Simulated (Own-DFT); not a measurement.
## Calculated data, Si₁₂O₂₃ (quartz with two neutral oxygen vacancies, atoms displaced)

Computed with Own-DFT development build. A calculation, not a measurement: plane-wave PBE and HSE06 DFT by an unreviewed code, no spin, of a simulated cell at Gamma alone, so results move with cell size and shape, stress positive in tension, energies less offsets, not probed for a lower state with spin; oxygen file: force components 24 meV/angstrom off all-electron in a glass; k mesh not checked against a denser one; forces and stress are PBE's, HSE06 gives the energy alone, and its difference from PBE has offsets of its own; offsets are fitted by least squares, one for each functional and potential file, so energies compare only between cells with the same atoms and settings and are not formation energies; the far tail of each file's local potential was reset to the Coulomb form; each entry is a single point on an unrelaxed cell, so the pressure reflects the starting lattice, mostly measured values (interpolated for alloys), from which strain is counted, and rises with the displacements; printed positions are rounded, which can move forces by about a meV/angstrom; the program, named Own-DFT, is a retired in-house code; no spin-orbit coupling.

Si₁₂O₂₃ (quartz with two neutral oxygen vacancies, atoms displaced)

```
cell vectors (Å)
   9.8268     0.0000     0.0000
  -4.9134     8.5103     0.0000
   0.0000     0.0000    10.8104
atoms (fractions of the cell vectors)
Si  0.23482  0.00704  0.00128
Si  0.00553  0.23825  0.33333
Si  0.26535  0.26290  0.15997
O   0.20592  0.12904  0.06191
O   0.36922  0.06968  0.39251
O   0.06923  0.36186  0.43676
O   0.28978  0.42386  0.10709
Si  0.22638  0.00007  0.50142
Si  0.99612  0.23450  0.82857
Si  0.27542  0.26741  0.66843
O   0.20500  0.14035  0.56251
O   0.42669  0.29138  0.72185
O   0.36146  0.07402  0.89441
O   0.06486  0.36414  0.94447
O   0.13689  0.20916  0.77432
O   0.29934  0.43434  0.61267
Si  0.22887  0.48743  0.99915
Si  0.99653  0.74128  0.32955
Si  0.26199  0.76441  0.16431
O   0.21197  0.62990  0.05656
O   0.42873  0.80007  0.21949
O   0.35909  0.55929  0.39489
O   0.07741  0.87314  0.43439
O   0.13584  0.70969  0.27421
O   0.28757  0.91130  0.10709
Si  0.23093  0.49997  0.49850
Si  0.00012  0.72903  0.84103
Si  0.25527  0.76141  0.66908
O   0.19603  0.63398  0.56215
O   0.42666  0.79547  0.72715
O   0.36266  0.58199  0.89387
O   0.07197  0.86114  0.94273
O   0.13739  0.70731  0.77612
O   0.29384  0.93273  0.60152
Si  0.73735  0.99957  0.00241
Si  0.50824  0.24103  0.33529
Si  0.76728  0.26329  0.16216
O   0.70437  0.14151  0.05966
O   0.92443  0.29836  0.22078
O   0.85965  0.06969  0.39934
O   0.57359  0.36162  0.44568
O   0.63996  0.20154  0.27570
O   0.80048  0.43214  0.09910
Si  0.74244  0.00877  0.50668
Si  0.50063  0.23097  0.83251
Si  0.76553  0.25873  0.66062
O   0.70677  0.13591  0.54935
O   0.92828  0.28864  0.72711
O   0.86948  0.07529  0.89271
O   0.56663  0.36597  0.93513
O   0.63007  0.20590  0.77995
O   0.78125  0.41457  0.61007
Si  0.72848  0.50393  0.00557
Si  0.48871  0.73068  0.33092
Si  0.75819  0.75959  0.16639
O   0.70152  0.63596  0.06156
O   0.92133  0.79036  0.22464
O   0.86779  0.57863  0.38635
O   0.56795  0.86676  0.44355
O   0.63148  0.70014  0.26963
O   0.79115  0.93704  0.10971
Si  0.73135  0.49250  0.50153
Si  0.50838  0.73667  0.83418
Si  0.76326  0.76189  0.66768
O   0.71434  0.63343  0.55605
O   0.92344  0.79824  0.71656
O   0.86257  0.57402  0.88583
O   0.57931  0.87480  0.95013
O   0.63136  0.70838  0.78054
O   0.78739  0.92824  0.60675
```

Here we set first functional PBE, second functional HSE06, exact exchange share 0.25, screening 0.11 1/bohr, exchange divergence Gygi-Baldereschi, potential files PseudoDojo norm-conserving, scalar-relativistic, made for PBE, standard set, wave cutoff 48 hartree, occupations fixed and k mesh 1 x 1 x 1 centred on Gamma.

Results for Si₁₂O₂₃ (quartz with two neutral oxygen vacancies, atoms displaced): PBE energy of cell above offsets -16.357 eV; HSE06 less PBE above offsets 0.274 eV; PBE pressure 8.3 GPa; PBE stress xx -7.91 GPa; PBE stress yy -8.83 GPa; PBE stress zz -8.17 GPa; PBE stress yz -2.48 GPa; PBE stress xz -0.92 GPa; PBE stress xy 0.27 GPa.

Force:
```
element  x (eV/Å)  y (eV/Å)  z (eV/Å)
     Si      3.16    -5.839    -0.357
     Si     0.228    -3.548    -4.549
     Si     0.347     0.713     6.283
      O    -2.377     0.845    -0.288
      O    -0.651     0.966     0.271
      O    -0.116     2.751     3.134
      O     1.117      0.27     0.224
     Si     2.076     2.857    -1.036
     Si     3.951    -0.497     3.749
     Si    -5.732     1.034    -0.877
      O     0.141    -1.671    -1.813
      O      4.85     0.405     2.322
      O     0.448     0.015    -0.593
      O    -0.616    -1.628    -1.535
      O    -0.059     0.127     0.358
      O    -0.787      0.05    -0.921
     Si    -0.657     3.643    -0.965
     Si     3.098    -0.895     0.646
     Si     1.954    -5.628     1.291
      O    -0.913     0.319     0.981
      O     1.397    -0.786     1.364
      O     1.266     2.244    -2.388
      O    -1.996    -1.078    -0.439
      O    -1.217     -0.33      0.74
      O    -3.782     7.603    -4.468
     Si    -0.535    -0.497      3.28
     Si    -0.394      2.87    -4.115
     Si     3.518     3.505    -1.878
      O     0.718    -1.971    -1.749
      O    -0.037    -0.074     0.069
      O     0.731    -1.123    -0.007
      O    -0.128     1.529     1.115
      O    -2.688    -0.939     2.483
      O     0.965    -2.154     2.432
     Si     -1.18      4.63    -0.998
     Si    -1.406    -3.427    -2.592
     Si    -2.247     2.561     1.557
      O     0.976    -3.652    -3.633
      O     3.692     0.233      2.29
      O     2.971     2.688    -3.552
      O    -1.171    -0.057     0.239
      O    -1.406     0.674     0.409
      O    -0.188    -0.404     1.015
     Si     -2.46     -5.02    -3.213
     Si    -2.907     0.809     0.265
     Si    -0.937    -0.986     3.302
      O    -2.301     2.566     1.947
      O    -3.693     1.261    -3.972
      O     -0.41    -1.052     0.445
      O     0.321     1.884     1.819
      O     4.915    -0.501    -3.182
      O     0.091     1.912    -0.487
     Si     1.512    -2.136    -3.515
     Si     1.679     1.473     1.146
     Si     -0.29     4.622     0.486
      O    -0.557    -0.993    -2.006
      O    -0.861     1.108    -1.787
      O    -1.305    -2.438     2.216
      O     0.521    -0.761    -0.809
      O    -3.118    -0.624     2.336
      O     3.252    -3.119     3.499
     Si     2.192     2.898    -1.239
     Si    -7.337     2.049     2.796
     Si    -2.728      0.35    -1.566
      O    -1.328      0.65     0.924
      O     5.038    -0.185     3.704
      O    -2.303    -3.127     2.406
      O    -2.062    -3.955    -3.253
      O     5.796    -0.811    -2.998
      O     1.962     -2.21     3.236
```
